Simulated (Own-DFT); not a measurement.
Simulation results for Hf₃₆O₇₁ (tetragonal hafnia with one neutral oxygen vacancy, atoms displaced)

Computed with Own-DFT development build. A calculation, not a measurement: plane-wave PBE and HSE06 DFT by an unreviewed code, no spin, of a simulated cell at Gamma alone, so results move with cell size and shape, stress positive in tension, energies less offsets, not probed for a lower state with spin; hafnium file: forces about 75 meV/angstrom off all-electron values; oxygen file: force components 24 meV/angstrom off all-electron in a glass; k mesh not checked against a denser one; forces and stress are PBE's, HSE06 gives the energy alone, and its difference from PBE has offsets of its own; offsets are fitted by least squares, one for each functional and potential file, so energies compare only between cells with the same atoms and settings and are not formation energies; the far tail of each file's local potential was reset to the Coulomb form; each entry is a single point on an unrelaxed cell, so the pressure reflects the starting lattice, taken from the Materials Project, from which strain is counted, and rises with the displacements; printed positions are rounded, which can move forces by about a meV/angstrom; the program is a retired in-house code; no spin-orbit coupling.

Common to all runs: first functional PBE; second functional HSE06; exact exchange share 0.25; screening 0.11 1/bohr; exchange divergence Gygi-Baldereschi; potential files PseudoDojo norm-conserving, scalar-relativistic, made for PBE, standard set; wave cutoff 48 hartree; occupations fixed; k mesh 1 x 1 x 1 centred on Gamma.

(1) Hf₃₆O₇₁ (tetragonal hafnia with one neutral oxygen vacancy, atoms displaced)

```xyz
107
Lattice="10.7800 0.0000 0.0000 0.0000 10.7800 0.0000 0.0000 0.0000 10.4493" Properties=species:S:1:pos:R:3 Hf36O71
Hf    10.7553    10.7201     0.0332
Hf     1.7924     1.7788     2.7031
O     10.7590     1.8325     1.5751
O      1.7197     0.0244     3.6076
O     10.7134     1.8804     4.1314
O      1.8507     0.0164     1.0210
Hf    10.7653     0.0490     5.1957
Hf     1.7472     1.7688     7.7935
O     10.6813     1.8192     6.9358
O      1.7470    10.7683     8.9357
O      0.0176     1.8443     9.4027
O      1.6795     0.0027     6.3166
Hf     0.0438     3.6516     0.0103
Hf     1.8106     5.4124     2.6399
O      0.0766     5.4357     1.4888
O      1.8825     3.5894     3.7025
O     10.7468     5.3615     4.2476
O      1.8770     3.6431     1.0147
Hf    10.7061     3.6562     5.2460
Hf     1.8122     5.3687     7.8357
O     10.7728     5.3954     6.7912
O      1.8062     3.5838     8.7979
O      0.0391     5.4058     9.3861
Hf    10.7536     7.1855    10.3905
Hf     1.7900     8.9582     2.6351
O     10.7748     8.9879     1.5343
O      1.6887     7.1961     3.5999
O     10.7693     8.9716     4.2802
O      1.7744     7.1446     1.0720
Hf     0.0432     7.1011     5.2074
Hf     1.8094     9.0515     7.7835
O     10.7277     8.8943     6.8325
O      1.7550     7.2451     8.9744
O     10.7708     8.9626     9.5305
O      1.7156     7.1576     6.2837
Hf     3.5863     0.0895     0.0355
Hf     5.3471     1.8658     2.6249
O      3.6419     1.7834     1.6653
O      5.3918     0.0487     3.6555
O      3.5842     1.7964     4.2029
O      5.4509    10.7453     1.1365
Hf     3.5507     0.0297     5.1938
Hf     5.3454     1.8184     7.8543
O      3.5434     1.7671     6.8365
O      5.4327    10.7357     8.9448
O      3.6438     1.7526     9.3916
O      5.3881     0.0204     6.2617
Hf     3.5188     3.5957     0.0593
Hf     5.3367     5.3850     2.5925
O      3.6310     5.3755     1.6026
O      5.3614     3.4482     3.7326
O      3.6724     5.3279     4.2192
O      5.4629     3.6265     1.0227
Hf     3.6341     3.6580     5.2252
Hf     5.3635     5.4051     7.8558
O      3.6611     5.4388     6.9204
O      5.3949     3.5687     8.7431
O      3.6166     5.4228     9.4610
O      5.3121     3.4795     6.2618
Hf     3.6529     7.2119     0.0109
Hf     5.4063     9.0192     2.6408
O      3.6058     9.0879     1.5590
O      5.3683     7.2711     3.7339
O      3.6308     8.9945     4.3194
O      5.3936     7.1195     0.9780
Hf     3.5910     7.1738     5.2167
Hf     5.4577     8.9641     7.9578
O      3.5831     8.9652     6.8640
O      5.3937     7.2515     8.8834
O      3.6352     8.9900     9.4887
O      5.4476     7.1879     6.1905
Hf     7.1553     0.0143    10.3844
Hf     9.0359     1.8195     2.6034
O      7.2055     1.8197     1.6279
O      9.0131    10.7618     3.5968
O      7.1930     1.7349     4.1312
O      9.0609    10.7702     0.9922
Hf     7.1589    10.7535     5.2762
Hf     8.8747     1.6946     7.8749
O      7.2662     1.8311     6.7329
O      9.1047     0.0458     8.9949
O      7.2984     1.8900     9.4177
O      8.9670    10.7169     6.2375
Hf     7.2003     3.6742    10.3863
Hf     9.0327     5.4268     2.6665
O      7.2014     5.4367     1.6477
O      8.9035     3.6503     3.6303
O      7.1590     5.3726     4.2108
O      9.0335     3.5785     1.0533
Hf     7.1803     3.5701     5.2958
Hf     9.0165     5.4927     7.7859
O      7.2090     5.4047     6.8667
O      8.9621     3.5996     8.8535
O      7.2033     5.4203     9.4527
O      9.0256     3.5880     6.1924
Hf     7.1636     7.1911     0.0545
Hf     8.9889     9.0504     2.6387
O      7.2178     9.0116     1.5877
O      9.0258     7.1766     3.6032
O      7.1806     9.0135     4.2866
O      8.9796     7.1885     1.0966
Hf     7.1741     7.2335     5.2035
Hf     8.9518     8.9754     7.8227
O      7.1348     9.0308     6.7866
O      8.9887     7.2088     8.8960
O      7.1309     8.9912     9.4691
O      8.9777     7.1471     6.2398
```

Results for Hf₃₆O₇₁ (tetragonal hafnia with one neutral oxygen vacancy, atoms displaced): PBE energy of cell above offsets -97.059 eV; HSE06 less PBE above offsets 0.060 eV; PBE pressure 2.1 GPa; PBE stress xx -1.44 GPa; PBE stress yy -2.47 GPa; PBE stress zz -2.38 GPa; PBE stress yz 0.48 GPa; PBE stress xz 0.24 GPa; PBE stress xy -0.09 GPa.

Force:
| element | x (eV/Å) | y (eV/Å) | z (eV/Å) |
| --- | --- | --- | --- |
| Hf | 1.41 | 1.499 | -0.591 |
| Hf | -0.459 | 0.797 | -1.432 |
| O | 1.906 | 0.029 | 0.374 |
| O | 0.262 | -0.838 | 1.187 |
| O | 0.593 | -0.642 | 1.092 |
| O | -0.743 | 0.387 | 0.73 |
| Hf | -1.156 | -0.316 | -0.003 |
| Hf | -1.236 | -0.156 | 1.388 |
| O | 0.984 | -0.105 | -1.819 |
| O | 0.632 | -0.06 | -1.088 |
| O | 0.53 | 0.049 | 1.176 |
| O | 1.05 | -0.057 | -0.797 |
| Hf | -1.653 | -1.408 | -0.773 |
| Hf | -0.589 | -0.449 | -1.514 |
| O | -0.38 | -0.766 | 1.722 |
| O | -0.421 | 0.537 | -0.513 |
| O | 0.449 | 0.022 | -1.613 |
| O | -1.483 | -0.249 | 0.933 |
| Hf | 1.177 | -1.343 | 0.393 |
| Hf | -0.747 | 1.067 | 0.78 |
| O | 0.623 | -0.409 | -0.164 |
| O | 0.712 | 0.209 | 0.051 |
| O | -0.165 | -0.325 | -0.49 |
| Hf | 0.72 | -0.195 | 1.334 |
| Hf | -0.568 | 0.574 | -2.097 |
| O | 0.744 | 0.179 | 1.72 |
| O | 0.916 | -0.67 | 1.258 |
| O | 0.381 | 0.379 | -0.457 |
| O | 1.383 | 0.459 | 0.137 |
| Hf | -1.359 | 1.929 | 0.828 |
| Hf | -0.777 | -0.969 | 1.783 |
| O | 0.198 | 0.409 | 0.654 |
| O | 0.536 | -0.264 | -1.623 |
| O | -0.482 | 0.407 | -1.575 |
| O | 2.064 | -0.12 | -0.469 |
| Hf | 0.486 | -2.081 | 0.547 |
| Hf | 3.168 | -2.032 | -0.161 |
| O | -1.827 | 0.422 | -1.456 |
| O | -0.681 | -1.096 | 0.297 |
| O | -0.716 | -0.261 | 0.47 |
| O | -0.416 | 0.291 | -1.509 |
| Hf | 1.29 | 0.538 | 1.298 |
| Hf | -0.094 | -1.044 | -1.003 |
| O | 0.093 | -0.068 | -0.338 |
| O | 0.5 | 1.488 | -0.403 |
| O | 0.099 | 1.496 | 0.41 |
| O | -0.856 | 0.342 | 0.187 |
| Hf | 2.394 | 0.064 | -1.536 |
| Hf | 2.574 | -0.381 | 0.928 |
| O | -1.016 | -0.035 | 0.266 |
| O | -0.052 | 3.224 | -0.146 |
| O | -0.187 | 2.269 | -0.486 |
| O | -1.637 | 0.205 | -0.035 |
| Hf | -1.354 | -2.297 | 0.414 |
| Hf | 1.769 | 0.341 | 0.652 |
| O | -1.376 | -0.116 | -1.681 |
| O | 0.237 | 0.917 | 1.254 |
| O | 0.153 | -0.809 | 0.065 |
| O | 1.299 | 0.522 | 0.329 |
| Hf | -2.506 | 0.745 | -0.381 |
| Hf | 0.114 | 1.575 | -0.434 |
| O | -0.013 | -1.203 | 1.705 |
| O | -0.352 | -1.164 | -1.57 |
| O | -0.994 | -0.263 | -1.127 |
| O | -0.012 | 0.212 | 1.487 |
| Hf | 0.915 | 0.567 | 1.368 |
| Hf | -1.505 | 1.097 | -1.364 |
| O | 0.432 | -0.14 | -0.176 |
| O | 0.059 | -1.894 | 0.12 |
| O | 0.112 | 0.577 | -0.284 |
| O | -1.481 | -0.278 | 1.005 |
| Hf | 0.344 | 1.068 | 2.417 |
| Hf | -1.852 | 0.631 | -0.39 |
| O | -0.143 | -0.197 | -0.673 |
| O | 0.433 | 0.679 | 0.745 |
| O | 0.422 | 0.573 | 1.647 |
| O | -2.2 | -0.054 | 1.016 |
| Hf | -0.496 | 1.706 | -1.046 |
| Hf | 1.992 | 2.205 | 1.077 |
| O | -1.842 | -0.254 | 0.499 |
| O | -1.37 | -1.746 | -1.712 |
| O | -1.146 | -1.765 | -0.307 |
| O | 0.467 | 0.109 | 0.557 |
| Hf | 1.82 | -0.91 | 1.455 |
| Hf | -0.872 | -0.519 | -1.691 |
| O | -0.369 | 0.026 | -0.102 |
| O | 0.417 | -0.537 | 0.265 |
| O | -0.441 | 0.508 | 0.638 |
| O | -0.35 | 0.647 | -0.657 |
| Hf | 0.346 | -0.593 | -1.683 |
| Hf | -0.373 | -1.682 | 1.113 |
| O | -0.886 | -0.563 | -0.274 |
| O | 0.062 | 0.889 | -0.72 |
| O | -0.539 | 0.822 | -0.232 |
| O | -1.351 | 0.529 | 0.54 |
| Hf | 1.762 | -0.363 | 0.589 |
| Hf | 0.493 | -1.188 | -1.166 |
| O | -0.57 | -0.419 | 0.537 |
| O | -0.176 | 0.874 | 0.92 |
| O | 0.243 | -0.299 | -1.414 |
| O | -0.189 | -0.144 | -1.148 |
| Hf | 0.421 | -1.45 | -0.198 |
| Hf | 1.093 | 0.366 | 0.113 |
| O | 0.941 | -0.426 | 1.057 |
| O | -0.216 | 0.256 | -0.368 |
| O | 0.62 | -0.286 | -0.788 |
| O | -0.163 | 0.187 | 0.143 |

(2) Hf₃₆O₇₁ (tetragonal hafnia with one neutral oxygen vacancy, atoms displaced)

```xyz
107
Lattice="10.7800 0.0000 0.0000 0.0000 10.7800 0.0000 0.0000 0.0000 10.4493" Properties=species:S:1:pos:R:3 Hf36O71
Hf    10.7752    10.7329     0.0090
Hf     1.8974     1.7448     2.5812
O     10.7018     1.7508     1.6272
O      1.7612     0.0580     3.6730
O      0.0679     1.8415     4.2198
O      1.8135     0.0448     1.0719
Hf    10.7778     0.0617     5.2363
Hf     1.8598     1.7229     7.8658
O     10.7643     1.7321     6.7964
O      1.7864    10.7330     8.8105
O     10.7606     1.7442     9.4567
O      1.8140     0.0646     6.1876
Hf     0.0524     3.5760    10.4426
Hf     1.7031     5.4099     2.6463
O      0.0778     5.4021     1.6383
O      1.8777     3.6169     3.5944
O      0.0669     5.4150     4.2028
O      1.7521     3.6281     0.9948
Hf    10.7318     3.6743     5.2400
Hf     1.8008     5.3656     7.7950
O     10.7492     5.3489     6.7042
O      1.7723     3.6746     8.8119
O     10.7711     5.3936     9.4040
O      1.8802     3.5852     6.2326
Hf     0.0566     7.1828    10.3827
Hf     1.6979     9.0269     2.6116
O      0.0241     9.0632     1.6010
O      1.6838     7.2263     3.6307
O      0.0517     8.9991     4.2106
O      1.8461     7.1663     1.0295
Hf     0.0694     7.2028     5.2763
Hf     1.7743     9.0257     7.8060
O      0.0437     8.8450     6.8468
O      1.7668     7.1361     8.8480
O     10.6970     9.0082     9.4196
O      1.7245     7.2104     6.2336
Hf     3.5850     0.0813    10.4396
Hf     5.3371     1.8705     2.5975
O      3.6012     1.7720     1.5928
O      5.3946     0.0443     3.6756
O      3.4508     1.7741     4.2344
O      5.2836     0.0104     0.9992
Hf     3.5984     0.1194     5.1884
Hf     5.3055     1.8337     7.8370
O      3.6408     1.7759     6.9410
O      5.3474     0.0703     8.8101
O      3.5896     1.7454     9.4367
O      5.4455     0.0379     6.2796
Hf     3.6869     3.6727    10.4373
Hf     5.3711     5.5140     2.5918
O      3.5972     5.3658     1.5413
O      5.3786     3.5969     3.6031
O      3.5708     5.3822     4.2315
O      5.4143     3.5801     0.9996
Hf     3.5869     3.6373     5.1490
Hf     5.4523     5.4105     7.8749
O      3.5786     5.3395     6.7544
O      5.3996     3.5048     8.8222
O      3.6396     5.3262     9.4405
O      5.4656     3.4885     6.2739
Hf     3.5965     7.2733    10.3662
Hf     5.3764     8.9852     2.6053
O      3.6971     9.0008     1.5897
O      5.3748     7.2000     3.6684
O      3.6553     9.0356     4.1648
O      5.4612     7.1629     1.0303
Hf     3.6134     7.1899     5.2262
Hf     5.4586     9.0553     7.8179
O      3.4889     9.0060     6.7693
O      5.3663     7.1426     8.7727
O      3.5788     8.9587     9.4279
O      5.3596     7.1926     6.3412
Hf     7.1978    10.7101    10.4105
Hf     8.9747     1.8054     2.6095
O      7.1517     1.8353     1.5848
O      8.9405    10.7570     3.5896
O      7.1884     1.8047     4.1709
O      9.1391    10.7679     1.0699
Hf     7.2039     0.0047     5.3121
Hf     9.0550     1.7249     7.8248
O      7.1528     1.7683     6.6901
O      8.9878     0.0167     8.9119
O      7.0451     1.7734     9.4243
O      8.9562     0.0105     6.3470
Hf     7.1642     3.5749    10.4282
Hf     8.9247     5.3045     2.5344
O      7.2124     5.4422     1.6192
O      8.9285     3.5706     3.6661
O      7.1468     5.4550     4.3241
Hf     7.1889     3.6220     5.2573
Hf     9.0061     5.3622     7.7948
O      7.1429     5.4525     6.8842
O      8.9010     3.5658     8.8620
O      7.2020     5.4079     9.4670
O      9.0407     3.5410     6.2122
Hf     7.2035     7.1228    10.3862
Hf     8.9754     8.9600     2.6180
O      7.1770     8.9129     1.5335
O      9.0285     7.2266     3.6173
O      7.1883     8.9639     4.2983
O      9.0339     7.2216     1.0752
Hf     7.0764     7.0929     5.2395
Hf     9.0267     9.0091     7.8734
O      7.2354     9.0208     6.8465
O      8.9403     7.2496     8.8483
O      7.1843     8.9056     9.4583
O      8.9793     7.2257     6.2021
```

Results for Hf₃₆O₇₁ (tetragonal hafnia with one neutral oxygen vacancy, atoms displaced): PBE energy of cell above offsets -96.471 eV; HSE06 less PBE above offsets 0.046 eV; PBE pressure 2.9 GPa; PBE stress xx -2.15 GPa; PBE stress yy -3.27 GPa; PBE stress zz -3.28 GPa; PBE stress yz 0.23 GPa; PBE stress xz -0.13 GPa; PBE stress xy -0.06 GPa.

Force:
| element | x (eV/Å) | y (eV/Å) | z (eV/Å) |
| --- | --- | --- | --- |
| Hf | 0.276 | 0.814 | 0.89 |
| Hf | -2.774 | 1.161 | 0.747 |
| O | 1.657 | 1.229 | -0.416 |
| O | 0.179 | -1.084 | -0.481 |
| O | -0.689 | -0.067 | 0.352 |
| O | 0.053 | -0.104 | -0.618 |
| Hf | -0.134 | 0.265 | -1.113 |
| Hf | -1.053 | 1.489 | -0.632 |
| O | 0.987 | 0.138 | 0.714 |
| O | 0.009 | 0.607 | 0.785 |
| O | 0.447 | 0.919 | -0.485 |
| O | -0.542 | 0.081 | 1.032 |
| Hf | -0.709 | -0.119 | 0.271 |
| Hf | 1.953 | 0.02 | 0.242 |
| O | -2.762 | -0.371 | -1.385 |
| O | 0.124 | -0.433 | -0.111 |
| O | -0.193 | -0.809 | -0.104 |
| O | 1.197 | -0.684 | -0.374 |
| Hf | 2.143 | -0.796 | -1.192 |
| Hf | 0.209 | 0.043 | -0.767 |
| O | 0.356 | -0.019 | 1.321 |
| O | -0.137 | -1.988 | 0.328 |
| O | -0.648 | -0.149 | -0.194 |
| O | -1.373 | -0.298 | -0.088 |
| Hf | -0.558 | -0.213 | 1.233 |
| Hf | 1.649 | -0.279 | 0.908 |
| O | -0.096 | -0.575 | -0.613 |
| O | 0.96 | 0.003 | -0.04 |
| O | -0.014 | 0.86 | 0.33 |
| O | -0.457 | 0.68 | -0.711 |
| Hf | -2.597 | 0.411 | -2.059 |
| Hf | 1.018 | -1.608 | -0.274 |
| O | -0.975 | 1.236 | -0.054 |
| O | 0.249 | 0.852 | 0.101 |
| O | 0.582 | -0.717 | -0.062 |
| O | 2.958 | -0.758 | 0.723 |
| Hf | 0.254 | -2.056 | 0.691 |
| Hf | 2.31 | -1.487 | 0.497 |
| O | 0.191 | 0.454 | -0.577 |
| O | -0.338 | 0.33 | -0.816 |
| O | 0.772 | 1.816 | -0.937 |
| O | 2.31 | 0.087 | -0.209 |
| Hf | 1.146 | -3.366 | 0.664 |
| Hf | 3.924 | -0.896 | -0.539 |
| O | -2.464 | -0.348 | -2.158 |
| O | 0.226 | -2.212 | 0.841 |
| O | -0.809 | 2.013 | -0.292 |
| O | -1.645 | -0.882 | -0.088 |
| Hf | -1.481 | -0.638 | 0.755 |
| Hf | -0.902 | -1.137 | -0.632 |
| O | 0.434 | -0.179 | 0.842 |
| O | -0.277 | 1.013 | 0.228 |
| O | 0.505 | 1.416 | -0.718 |
| O | -0.113 | 0.239 | 0.128 |
| Hf | 0.046 | 0.146 | 0.99 |
| Hf | -2.19 | -1.208 | -0.47 |
| O | 0.796 | 0.509 | 0.725 |
| O | -0.304 | 2.817 | 1.293 |
| O | 0.119 | 1.734 | -0.935 |
| O | -1.419 | 0.98 | -0.732 |
| Hf | 0.228 | -1.582 | 1.783 |
| Hf | 0.5 | 1.343 | 0.663 |
| O | -2.064 | -0.699 | -0.415 |
| O | -0.238 | -0.189 | 0.323 |
| O | -0.332 | -0.538 | 0.728 |
| O | -1.166 | -0.417 | -0.387 |
| Hf | -0.76 | 1.169 | 0.226 |
| Hf | -0.946 | -0.045 | -0.621 |
| O | 1.486 | -0.178 | 0.476 |
| O | 0.066 | 1.426 | 1.426 |
| O | 0.044 | 1.44 | -0.607 |
| O | -0.422 | 0.082 | -0.907 |
| Hf | -0.166 | 1.066 | 1.18 |
| Hf | -0.761 | -0.922 | 0.53 |
| O | 0.673 | -0.001 | -0.366 |
| O | 0.387 | 0.519 | 0.973 |
| O | -0.003 | 0.442 | 0.443 |
| O | -3.35 | -0.175 | -0.737 |
| Hf | -0.309 | 0.574 | -1.658 |
| Hf | -1.718 | 0.744 | -0.305 |
| O | 1.329 | 0.36 | 1.744 |
| O | -0.598 | -0.342 | 0.311 |
| O | 1.057 | -0.338 | 0.635 |
| O | 1.528 | -0.267 | -0.315 |
| Hf | 1.115 | -1.426 | -0.057 |
| Hf | 2.186 | 1.772 | 1.063 |
| O | -1.023 | -0.696 | -0.241 |
| O | 0.328 | 1.153 | -0.709 |
| O | 0.032 | -2.502 | -2.005 |
| Hf | -0.046 | -2.68 | -0.548 |
| Hf | 0.179 | 0.79 | 0.607 |
| O | 1.573 | -0.511 | -0.595 |
| O | 0.261 | 0.108 | -0.288 |
| O | -0.479 | -1.475 | -0.915 |
| O | -1.669 | 0.659 | 1.123 |
| Hf | 1.097 | 1.399 | 2.178 |
| Hf | -0.414 | -0.512 | 0.189 |
| O | 0.147 | 1.202 | 0.612 |
| O | -0.315 | -1.322 | -0.339 |
| O | -0.339 | -0.3 | -0.515 |
| O | 0.126 | -0.476 | -1.537 |
| Hf | 2.153 | 3.954 | 1.072 |
| Hf | -0.246 | -0.631 | -1.09 |
| O | -0.717 | 0.06 | 0.748 |
| O | 0.343 | -1.743 | -0.127 |
| O | -0.68 | 1.525 | -0.997 |
| O | -0.454 | -0.689 | 0.497 |
